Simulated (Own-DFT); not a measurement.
# How strain changes the stress of wurtzite GaN, 72 atoms (Ga36N36)

Source: density functional calculations with Own-DFT, an unreviewed in-house program that is no longer used. Nothing was measured or relaxed, and spin and spin-orbit coupling are left out.

Common settings: PBE; PseudoDojo norm-conserving scalar-relativistic files; cutoff 42 hartree; 4 x 4 x 3 k mesh centred on Gamma; Fermi-Dirac smearing of 0.1 eV.

Caveats: forces not confirmed at this smearing and k mesh; stress not checked against mesh or cutoff.

Unstrained cell vectors in Å: (9.567, 0.000, 0.000); (-4.783, 8.285, 0.000); (0.000, 0.000, 10.370). The unstrained cell has measured lattice constants (interpolated for alloys), not those of this functional. That, the random moves and any unrelaxed bonds set the pressure at no strain. The cell is deformed uniformly in each run, and the atoms keep their fractional places. Random moves of width 0.05 Å per axis were added to every atom. Strains are tensor components in per cent; tension counts as positive stress, and P is minus the mean normal stress.

```
run,e_xx (%),e_yy (%),e_zz (%),e_yz (%),e_xz (%),e_xy (%),s_xx (GPa),s_yy (GPa),s_zz (GPa),s_yz (GPa),s_xz (GPa),s_xy (GPa),P (GPa),E (meV/atom)
1,0.88,-0.70,-1.28,-0.64,-0.68,-1.51,-6.03,-11.27,-13.00,-1.69,-1.60,-6.42,10.10,28.1
2,1.88,1.91,-0.83,1.06,0.36,-0.82,0.52,0.23,-10.37,2.69,0.48,-2.72,3.21,32.9
3,0.93,-0.36,1.54,-1.81,-1.71,-0.48,-3.59,-6.67,-0.90,-4.65,-3.39,-1.28,3.72,9.5
4,1.35,1.53,1.29,-0.96,-0.24,1.36,-0.78,-0.93,-0.30,-2.08,-0.25,4.59,0.67,16.4
5,-0.44,0.23,0.73,-0.08,-1.71,-1.07,-8.06,-5.94,-4.72,0.44,-4.03,-2.76,6.24,0.0
6,-1.80,0.73,-0.14,-1.63,0.18,-0.47,-14.52,-5.38,-10.15,-2.45,-0.60,-3.06,10.02,21.6
7,-0.32,1.95,1.67,-0.06,-1.53,0.38,-4.72,0.09,0.33,-0.62,-3.83,0.48,1.43,1.8
8,1.60,1.81,-1.70,1.12,-1.62,1.44,0.20,-0.05,-13.00,2.17,-3.39,3.30,4.28,7.0
9,-0.18,0.00,1.14,1.00,1.94,0.86,-6.72,-8.20,-2.14,2.26,4.02,2.29,5.68,11.1
10,0.66,1.40,1.66,-0.21,1.78,1.68,-3.32,-0.33,-0.06,-0.07,3.82,5.32,1.23,13.7
11,0.83,1.91,1.83,1.90,-0.46,1.85,-1.61,2.69,0.11,3.39,-1.28,5.16,-0.40,13.4
12,0.48,-1.15,-1.72,-1.94,1.03,0.39,-7.25,-13.43,-18.60,-4.61,1.97,0.63,13.09,42.4
13,-0.78,-0.66,0.55,-1.17,0.48,-1.98,-11.05,-12.04,-6.25,-3.27,1.80,-5.55,9.78,23.0
14,1.42,-0.36,-1.25,-0.12,-1.96,0.56,-2.58,-9.39,-12.29,0.66,-4.13,1.43,8.09,20.0
15,1.86,1.24,-0.68,-0.20,-1.23,1.67,?,?,?,?,?,?,?,?
```

The last column gives the free energy per atom over the lowest of the runs shown.

## What the rows give

Each stress component was fitted by least squares to a constant and the strains of the runs shown, as fractions, with shears doubled. Shear strains stay in the fit of a normal stress only where such slopes are resolved. The slopes, in GPa:

| stress | at no strain | per e_xx | per e_yy | per e_zz | scatter |
|---|---|---|---|---|---|
| s_xx | -7.4 | 379 ± 22 | 97 ± 20 | 51 ± 17 | 0.73 |
| s_yy | -8.0 | 64 ± 27 | 416 ± 25 | 63 ± 22 | 0.92 |
| s_zz | -8.3 | 71 ± 32 | 49 ± 30 | 454 ± 26 | 1.09 |

The slope of each shear stress on twice its own strain, from a fit on all six strains: yz 107 ± 12, xz 108 ± 5, xy 147 ± 11 GPa. These are stiffnesses along x, y and z of the frame in which the cell vectors are given, with the crystal's c axis along z: C11, C12, C13 and C33. Hexagonal symmetry asks that xx and yy behave alike, which is a second check on the noise. The atoms are held to the strained lattice; where symmetry lets them move under strain, relaxing them would lower some slopes. Slopes across the diagonal should nearly agree, so their difference gauges the noise. A ninth of the table's sum, 183 ± 6 GPa, estimates the bulk modulus near the mean pressure of these runs, 5.5 GPa, so it lies above the value at zero pressure.

## The run left out

The question: what normal stresses and pressure should run 15 give?

Estimate: s_xx = 0.5, s_yy = -2.0, s_zz = -9.4 and P = 3.7 GPa. Computed: 0.10, -2.48, -8.45 and P = 3.61 GPa.
